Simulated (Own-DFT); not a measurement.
# Point defects and the pressure they add: zincblende GaAs

The numbers are computed, not measured, by runs of the plane-wave DFT program Own-DFT (in-house, retired, unreviewed) at fixed positions, with no spin and no spin-orbit coupling.

Settings: PBE; PseudoDojo norm-conserving scalar-relativistic files; cutoff 42 hartree; 3 x 3 x 3 k mesh centred on Gamma; Fermi-Dirac smearing of 0.1 eV.

Limits (not all hold for every row): not probed for a lower state with spin; forces not confirmed at this smearing and k mesh; stress not checked against mesh or cutoff.

All runs share one cell, with vectors in Å (11.737, 0.000, 0.000); (0.000, 11.737, 0.000); (0.000, 0.000, 10.833) and a volume of 1492.4 Å³, strained against the parent crystal. The atoms are randomly displaced, by u rms on each axis. The defect's site can differ from row to row.

```
                             cell     formula   u (Å)  P (GPa)
                        no defect    As32Ga32  0.0304     1.27
                        no defect    As32Ga32  0.0309     1.26
                        no defect    As32Ga32  0.0502     1.51
              one Al on a Ga site  AlAs32Ga31  0.0284     1.21
              one Al on a Ga site  AlAs32Ga31  0.0490     1.50
              one Al on a Ga site  AlAs32Ga31  0.0501     1.51
              one In on a Ga site  As32Ga31In  0.0428     2.07
              one In on a Ga site  As32Ga31In  0.0464     2.03
              one In on a Ga site  As32Ga31In  0.0466     2.06
              one P on an As site   As31Ga32P  0.0286     1.02
              one P on an As site   As31Ga32P  0.0306     1.02
              one P on an As site   As31Ga32P  0.0322     1.05
one As vacancy and one Ga vacancy    As31Ga31  0.0292        ?
one As vacancy and one Ga vacancy    As31Ga31  0.0302     0.99
one As vacancy and one Ga vacancy    As31Ga31  0.0489     1.10
one As vacancy and one Ga vacancy    As31Ga31  0.0491     1.29
```

## What the rows give

P = P0 + c u² + a shift for each defect gives P0 = 1.12 GPa, c = 155 ± 23 GPa/Å² and a scatter of 0.05 GPa. The shifts, and each times the cell's volume:

- one In on a Ga site: 0.62 ± 0.04 GPa, 5.7 eV
- one Al on a Ga site: -0.01 ± 0.04 GPa, -0.1 eV (not resolved)
- one P on an As site: -0.23 ± 0.04 GPa, -2.2 eV
- one As vacancy and one Ga vacancy: -0.29 ± 0.04 GPa, -2.7 eV

Positive is outwards. The product with the volume (160.2 GPa Å³ to the eV) is nearly free of the cell's size; divided by the bulk modulus at the cell's pressure it gives the volume that the defect adds. The atoms around the defects weren't relaxed, which would change these numbers.

## Withheld run

Q: what pressure belongs in the blank (one As vacancy and one Ga vacancy, u = 0.0292 Å)?

The fit gives 0.96 ± 0.06 GPa. Computed: 0.94 GPa.
